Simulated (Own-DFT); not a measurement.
# Response to strain: wurtzite GaN, 96 atoms (Ga48N48)

All numbers below are calculated, not measured. The program, named Own-DFT, is a retired in-house plane-wave density functional code that no person has reviewed. Each row is one single-point run on a periodic cell that was not relaxed, without spin or spin-orbit coupling.

Settings of every run: PBE; PseudoDojo norm-conserving scalar-relativistic files (stringent for Ga); cutoff 96 hartree; 3 x 4 x 3 k mesh centred on Gamma; Gaussian smearing of 0.01 eV.

Known limits: forces on such cells passed a denser k mesh, each cell not checked; stress not checked against mesh or cutoff.

Unstrained cell vectors in Å: (12.756, 0.000, 0.000); (-4.783, 8.285, 0.000); (0.000, 0.000, 10.370). The unstrained cell has measured lattice constants (interpolated for alloys), not those of this functional. That, the random moves and any unrelaxed bonds set the pressure at no strain. Each run strains this cell uniformly, with the atoms carried along. Every atom was also moved at random, by a Gaussian of width 0.05 Å on each axis. Strain is the symmetric tensor, in per cent. Stress is positive in tension, and the pressure is minus a third of its trace.

```
run,e_xx (%),e_yy (%),e_zz (%),e_yz (%),e_xz (%),e_xy (%),s_xx (GPa),s_yy (GPa),s_zz (GPa),s_yz (GPa),s_xz (GPa),s_xy (GPa),P (GPa),E (meV/atom)
1,-0.48,-1.20,1.12,0.92,-1.17,-0.11,-8.32,-13.88,-4.66,2.89,-2.20,-0.09,8.95,32.7
2,0.91,-1.88,0.08,1.94,-1.67,-1.31,-5.62,-14.25,-8.59,3.33,-4.12,-6.05,9.49,36.3
3,0.23,1.05,1.38,0.43,-0.06,1.85,-4.54,-1.33,-0.31,1.06,-0.35,5.56,2.06,0.0
4,-1.56,0.33,0.59,-1.07,-0.08,-1.66,-12.15,-8.33,-5.09,-2.53,-0.03,-4.59,8.52,26.3
5,-0.03,-1.93,-0.30,1.67,-0.09,-1.86,-8.49,-16.70,-10.92,4.06,-0.04,-4.74,12.04,32.4
6,-1.45,0.17,0.86,-1.76,0.26,-0.29,-11.49,-6.37,-6.02,-3.55,-0.25,-0.63,7.96,16.3
7,1.40,-0.07,-1.95,-1.93,-0.40,-1.08,-1.79,-8.44,-16.28,-5.01,-0.84,-2.41,8.84,30.0
8,-0.83,1.08,0.24,-1.08,1.61,-0.84,-10.67,-2.97,-5.85,-2.70,3.89,-3.00,6.50,17.3
9,-0.88,-0.40,1.51,-1.44,-0.79,-1.33,-9.13,-8.52,-2.22,-2.67,-1.33,-2.05,6.63,14.4
10,-0.69,-0.49,0.97,-1.82,1.52,1.91,-9.98,-8.70,-4.51,-4.14,3.44,4.77,7.73,21.9
11,1.75,-1.92,0.53,1.10,-1.56,-1.99,-2.98,-13.23,-4.99,3.13,-2.69,-6.99,7.07,28.5
12,1.67,-0.92,-0.17,-1.67,-1.99,1.38,-3.09,-8.52,-8.16,-2.87,-4.31,4.98,6.59,30.8
13,1.67,1.59,-0.44,-0.36,-0.02,0.62,1.49,0.67,-7.66,-0.48,-0.23,1.79,1.83,1.0
14,-1.41,-1.97,-1.78,-0.21,0.54,1.78,-17.87,-18.70,-19.51,-0.64,0.48,5.89,18.69,61.8
15,1.07,-0.29,-0.98,-0.63,0.41,-0.84,-4.17,-8.80,-8.86,-1.55,0.42,-1.60,7.28,10.1
16,1.00,-1.70,-0.48,0.34,-0.04,-0.74,?,?,?,?,?,?,?,?
```

E is the free energy for each atom above the lowest run shown.

## Worked fit

Each stress component was fitted by least squares to a constant and the strains of the runs shown, as fractions, with shears doubled. Shear strains stay in the fit of a normal stress only where such slopes are resolved. The slopes, in GPa:

| stress | at no strain | per e_xx | per e_yy | per e_zz | scatter |
|---|---|---|---|---|---|
| s_xx | -7.2 | 397 ± 26 | 116 ± 27 | 84 ± 31 | 1.15 |
| s_yy | -7.4 | 112 ± 21 | 435 ± 21 | 94 ± 24 | 0.90 |
| s_zz | -7.7 | 95 ± 24 | 94 ± 24 | 455 ± 28 | 1.05 |

Each shear stress against twice its own strain: yz 107 ± 7, xz 115 ± 9, xy 147 ± 11 GPa. These are stiffnesses along x, y and z of the frame in which the cell vectors are given, which need not be the crystal's axes. The atoms are held to the strained lattice; where symmetry lets them move under strain, relaxing them would lower some slopes. The table should be nearly symmetric about its diagonal, and what it lacks of that shows the noise. A ninth of its sum, 209 ± 5 GPa, estimates the bulk modulus near the mean pressure of these runs, 8.0 GPa, so it lies above the value at zero pressure.

## Withheld run

Question: what normal stresses and pressure should run 16 give?

The fit gives s_xx = -5.6, s_yy = -14.2, s_zz = -10.6 and P = 10.1 GPa. The calculation gave -6.91, -11.98, -9.78 and P = 9.56 GPa.
